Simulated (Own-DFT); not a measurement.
# Response to strain: 2H SiC, 32 atoms (C16Si16)

All numbers below are calculated, not measured. The program, named Own-DFT, is a retired in-house plane-wave density functional code that no person has reviewed. Each row is one single-point run on a periodic cell that was not relaxed, without spin or spin-orbit coupling.

Settings of every run: PBE; PseudoDojo norm-conserving scalar-relativistic files; cutoff 42 hartree; 5 x 5 x 3 k mesh centred on Gamma; Fermi-Dirac smearing of 0.1 eV.

Known limits: forces on such cells passed a denser k mesh, each cell not checked; stress not checked against mesh or cutoff.

Unstrained cell vectors in Å: (6.165, 0.000, 0.000); (-3.083, 5.339, 0.000); (0.000, 0.000, 10.068). The unstrained cell has measured lattice constants (interpolated for alloys), not those of this functional. That, the random moves and any unrelaxed bonds set the pressure at no strain. Each run strains this cell uniformly, with the atoms carried along. Every atom was also moved at random, by a Gaussian of width 0.05 Å on each axis. Strain is the symmetric tensor, in per cent. Stress is positive in tension, and the pressure is minus a third of its trace.

| run | e_xx (%) | e_yy (%) | e_zz (%) | e_yz (%) | e_xz (%) | e_xy (%) | s_xx (GPa) | s_yy (GPa) | s_zz (GPa) | s_yz (GPa) | s_xz (GPa) | s_xy (GPa) | P (GPa) | E (meV/atom) |
|---|---|---|---|---|---|---|---|---|---|---|---|---|---|---|
| 1 | -1.93 | -0.78 | 1.75 | -0.55 | -0.36 | -0.48 | -18.44 | -7.87 | 1.75 | -1.84 | 0.37 | -4.61 | 8.19 | 24.8 |
| 2 | -1.86 | 1.19 | -1.81 | -1.83 | 1.18 | -1.94 | -14.37 | -0.75 | -21.35 | -4.95 | 3.19 | -11.65 | 12.16 | 72.3 |
| 3 | -1.06 | 0.47 | 0.39 | -0.96 | -1.31 | -0.74 | -10.70 | -1.82 | -6.98 | -3.10 | -6.76 | -4.56 | 6.50 | 49.9 |
| 4 | -1.15 | 1.81 | -1.95 | -0.05 | 0.62 | 0.41 | -10.18 | 2.04 | -20.11 | -0.88 | 4.03 | 5.22 | 9.41 | 43.1 |
| 5 | -0.64 | 0.59 | -1.38 | -1.37 | -0.39 | 1.20 | -6.72 | -1.04 | -16.97 | -5.21 | -0.46 | 5.03 | 8.24 | 4.8 |
| 6 | 0.08 | -0.32 | -1.74 | 0.85 | -0.53 | -0.99 | -6.92 | -5.36 | -20.68 | 4.48 | -3.10 | -1.04 | 10.98 | 57.5 |
| 7 | -0.99 | 0.93 | -0.11 | -1.42 | -0.95 | 1.43 | -11.83 | -0.35 | -7.81 | -3.91 | -4.18 | 4.60 | 6.66 | 62.8 |
| 8 | -1.70 | -1.20 | 0.85 | 0.28 | -1.40 | 1.14 | -15.15 | -14.18 | -1.65 | 0.14 | -4.59 | 7.74 | 10.32 | 16.2 |
| 9 | 1.77 | 1.77 | 1.49 | 0.24 | -0.69 | 0.84 | 4.62 | 8.18 | 1.97 | 0.80 | -3.90 | 3.87 | -4.92 | 29.5 |
| 10 | -1.54 | -1.69 | 1.78 | 1.98 | 0.55 | 0.81 | -14.14 | -14.63 | 0.33 | 5.48 | 4.05 | 1.81 | 9.48 | 52.0 |
| 11 | 0.93 | -1.34 | -1.46 | 1.24 | 1.57 | -0.35 | 1.16 | -13.13 | -21.00 | 3.11 | 5.12 | 0.85 | 10.99 | 57.8 |
| 12 | -1.05 | 1.28 | 0.18 | 1.58 | -1.73 | 1.96 | -9.12 | -0.04 | -4.97 | 5.46 | -4.87 | 8.33 | 4.71 | 33.8 |
| 13 | -0.02 | -0.43 | -0.11 | -1.31 | 0.73 | -1.62 | -4.08 | -7.55 | -8.38 | -5.89 | 1.90 | -8.29 | 6.67 | 12.7 |
| 14 | 0.76 | 1.40 | 1.77 | -0.10 | -0.32 | 0.00 | 2.02 | 4.17 | 3.92 | -0.42 | -1.80 | -0.37 | -3.37 | 0.0 |
| 15 | -1.47 | 0.60 | 1.07 | -0.97 | -0.50 | 0.34 | -10.42 | -2.02 | -2.23 | -3.73 | -0.61 | -0.76 | 4.89 | 25.2 |
| 16 | 1.34 | -1.77 | 0.18 | 1.39 | 0.05 | -0.05 | 1.58 | -14.40 | -5.24 | 4.89 | 0.49 | -0.47 | 6.02 | 13.9 |
| 17 | -0.20 | -0.44 | 1.48 | 0.58 | -0.92 | -1.40 | -3.84 | -5.47 | -0.11 | 1.88 | -2.34 | -6.21 | 3.14 | 7.3 |
| 18 | -1.12 | -0.87 | -0.01 | -0.65 | -1.78 | -1.36 | ? | ? | ? | ? | ? | ? | ? | ? |

E is the free energy for each atom above the lowest run shown.

## Worked fit

Each stress component was fitted by least squares to a constant and the strains of the runs shown, as fractions, with shears doubled. Shear strains stay in the fit of a normal stress only where such slopes are resolved. The slopes, in GPa:

```
stress  at no strain  per e_xx  per e_yy  per e_zz  scatter
  s_xx          -4.6  569 ± 36   60 ± 36    9 ± 31     1.69
  s_yy          -4.7   83 ± 29  561 ± 28   59 ± 25     1.33
  s_zz          -8.5   23 ± 34   53 ± 33  657 ± 29     1.58
```

Each shear stress against twice its own strain: yz 174 ± 12, xz 205 ± 18, xy 222 ± 24 GPa. These are stiffnesses along x, y and z of the frame in which the cell vectors are given, which need not be the crystal's axes. The atoms are held to the strained lattice; where symmetry lets them move under strain, relaxing them would lower some slopes. The table should be nearly symmetric about its diagonal, and what it lacks of that shows the noise. A ninth of its sum, 230 ± 7 GPa, estimates the bulk modulus near the mean pressure of these runs, 6.5 GPa, so it lies above the value at zero pressure.

## Withheld run

Question: what normal stresses and pressure should run 18 give?

The fit gives s_xx = -11.5, s_yy = -10.5, s_zz = -9.2 and P = 10.4 GPa. The calculation gave -11.58, -9.96, -9.04 and P = 10.19 GPa.
